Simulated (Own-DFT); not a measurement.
# Which defects push the lattice out? zincblende GaAs

Source: density functional calculations with Own-DFT, an unreviewed in-house program that is no longer used. Nothing was measured or relaxed, and spin and spin-orbit coupling are left out.

Settings: PBE; PseudoDojo norm-conserving scalar-relativistic files; cutoff 42 hartree; 3 x 3 x 3 k mesh centred on Gamma; Fermi-Dirac smearing of 0.1 eV.

Keep in mind (not all hold for every row): not probed for a lower state with spin; forces not confirmed at this smearing and k mesh; stress not checked against mesh or cutoff.

All runs share one cell, with vectors in Å (11.737, 0.000, 0.000); (0.000, 11.737, 0.000); (0.000, 0.000, 10.833) and a volume of 1492.4 Å³, strained against the parent crystal. Atoms were moved at random from their sites; u is the rms move along one axis. The defect's site can differ from row to row.

| cell | formula | u (Å) | P (GPa) |
|---|---|---|---|
| no defect | As32Ga32 | 0.0310 | 1.31 |
| no defect | As32Ga32 | 0.0512 | 1.48 |
| no defect | As32Ga32 | 0.0520 | 1.55 |
| one As vacancy and one Ga vacancy | As31Ga31 | 0.0294 | 0.92 |
| one As vacancy and one Ga vacancy | As31Ga31 | 0.0294 | 0.93 |
| one As vacancy and one Ga vacancy | As31Ga31 | 0.0529 | 1.33 |
| one Al on a Ga site | AlAs32Ga31 | 0.0281 | ? |
| one Al on a Ga site | AlAs32Ga31 | 0.0295 | 1.22 |
| one Al on a Ga site | AlAs32Ga31 | 0.0498 | 1.58 |
| one Al on a Ga site | AlAs32Ga31 | 0.0529 | 1.54 |

## What the rows give

P = P0 + c u² + a shift for each defect gives P0 = 1.08 GPa, c = 176 ± 21 GPa/Å² and a scatter of 0.05 GPa. The shifts, and each times the cell's volume:

- one Al on a Ga site: 0.01 ± 0.04 GPa, 0.1 eV (not resolved)
- one As vacancy and one Ga vacancy: -0.28 ± 0.05 GPa, -2.6 eV

A positive shift means that the defect pushes the cell outwards. Shift times volume (160.2 GPa Å³ is 1 eV) depends little on the cell's size, so, taken for each site, it can be compared between cells at like pressure. The atoms around the defects weren't relaxed, which would change these numbers.

## Test on the hidden row

Question: what pressure belongs in the blank (one Al on a Ga site, u = 0.0281 Å)?

Estimate: 1.22 ± 0.07 GPa. Computed: 1.22 GPa.
